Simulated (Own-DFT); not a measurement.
# Response to strain: 4H SiC, 72 atoms (C36Si36)

These are calculations, not measurements. They come from Own-DFT, an in-house plane-wave density functional program, since retired, whose code no person has reviewed. Each row is one single-point run on a periodic cell that was not relaxed, without spin or spin-orbit coupling.

Settings of every run: PBE; PseudoDojo norm-conserving scalar-relativistic files; cutoff 42 hartree; 4 x 4 x 3 k mesh centred on Gamma; Fermi-Dirac smearing of 0.1 eV.

Known limits: forces on such cells passed a denser k mesh, each cell not checked; stress not checked against mesh or cutoff.

Unstrained cell vectors in Å: (9.248, 0.000, 0.000); (-4.624, 8.009, 0.000); (0.000, 0.000, 10.068). The unstrained cell has measured lattice constants (interpolated for alloys), not those of this functional. That, the random moves and any unrelaxed bonds set the pressure at no strain. Each run strains this cell uniformly, with the atoms carried along. Every atom was also moved at random, by a Gaussian of width 0.05 Å on each axis. Strain is the symmetric tensor, in per cent. Stress is positive in tension, and the pressure is minus a third of its trace.

```
run,e_xx (%),e_yy (%),e_zz (%),e_yz (%),e_xz (%),e_xy (%),s_xx (GPa),s_yy (GPa),s_zz (GPa),s_yz (GPa),s_xz (GPa),s_xy (GPa),P (GPa),E (meV/atom)
1,1.85,-0.30,0.20,1.92,-1.54,-1.79,5.39,-4.33,-4.04,5.84,-5.31,-6.29,0.99,0.0
2,0.95,1.35,-1.61,0.59,0.74,-0.28,0.86,2.62,-14.10,2.03,0.87,-0.83,3.54,6.0
3,0.93,-1.09,1.20,-0.57,-1.38,1.08,0.02,-10.20,1.08,-2.44,-4.81,5.18,3.03,3.2
4,1.62,1.71,-0.17,-0.11,0.06,1.56,4.36,4.38,-6.20,-0.74,1.03,6.70,-0.85,25.0
5,-0.75,1.46,1.81,1.82,-1.26,-1.10,-5.61,3.02,3.60,5.91,-3.91,-4.63,-0.34,4.9
6,-0.35,-1.01,0.83,-1.62,-1.05,1.87,-8.98,-8.80,-2.28,-4.36,-3.87,9.71,6.69,23.6
7,1.11,-1.43,0.07,0.63,-1.34,1.76,0.40,-12.52,-5.66,2.04,-4.83,7.29,5.93,17.3
8,-1.49,-1.32,1.70,-0.38,-0.21,1.37,-14.44,-13.58,2.25,-0.84,-1.43,9.01,8.59,31.8
9,-0.17,0.33,0.09,1.44,-0.66,-1.11,-7.20,-2.88,-5.81,4.81,-3.04,-4.89,5.30,24.0
10,-0.66,-0.03,-1.99,-1.32,1.32,0.58,-7.82,-8.67,-20.00,-5.27,5.22,5.60,12.16,35.7
11,-1.10,-1.35,1.14,-1.22,-1.26,0.99,-11.60,-13.52,-0.42,-3.33,-4.36,6.04,8.51,30.0
12,-1.49,-0.08,1.40,0.42,-1.86,-1.64,-16.31,-5.26,2.15,1.93,-6.65,-8.24,6.48,26.6
13,-1.54,1.73,0.64,1.42,1.44,1.45,-11.06,2.60,-1.97,5.42,3.85,7.06,3.47,6.8
14,-0.39,-0.66,1.92,-1.20,1.23,-0.02,-7.31,-7.03,3.32,-4.00,4.66,0.44,3.67,22.0
15,-1.10,-0.50,-1.67,1.98,0.75,-0.16,-12.56,-10.46,-15.35,6.69,2.35,-0.20,12.79,25.0
16,-0.62,-0.61,1.09,-1.21,1.53,-0.75,-7.57,-10.38,-0.26,-5.47,4.26,-3.25,6.07,22.3
17,1.78,-1.32,1.81,-0.66,-1.43,-0.11,?,?,?,?,?,?,?,?
```

E is the free energy for each atom above the lowest run shown.

## Worked fit

Each stress component was fitted by least squares to a constant and the strains of the runs shown, as fractions, with shears doubled. Shear strains stay in the fit of a normal stress only where such slopes are resolved. The slopes, in GPa:

| stress | at no strain | per e_xx | per e_yy | per e_zz | scatter |
|---|---|---|---|---|---|
| s_xx | -5.1 | 563 ± 34 | 93 ± 34 | 24 ± 31 | 1.43 |
| s_yy | -5.4 | 105 ± 26 | 549 ± 26 | 79 ± 24 | 1.09 |
| s_zz | -6.2 | 43 ± 21 | 34 ± 21 | 575 ± 20 | 0.89 |

Each shear stress against twice its own strain: yz 171 ± 8, xz 163 ± 12, xy 227 ± 15 GPa. These are stiffnesses along x, y and z of the frame in which the cell vectors are given, which need not be the crystal's axes. The atoms are held to the strained lattice; where symmetry lets them move under strain, relaxing them would lower some slopes. The table should be nearly symmetric about its diagonal, and what it lacks of that shows the noise. A ninth of its sum, 229 ± 6 GPa, estimates the bulk modulus near the mean pressure of these runs, 5.4 GPa, so it lies above the value at zero pressure.

## Withheld run

Question: what normal stresses and pressure should run 17 give?

The fit gives s_xx = 4.1, s_yy = -9.4, s_zz = 4.5 and P = 0.3 GPa. The calculation gave 4.05, -9.94, 3.37 and P = 0.84 GPa.
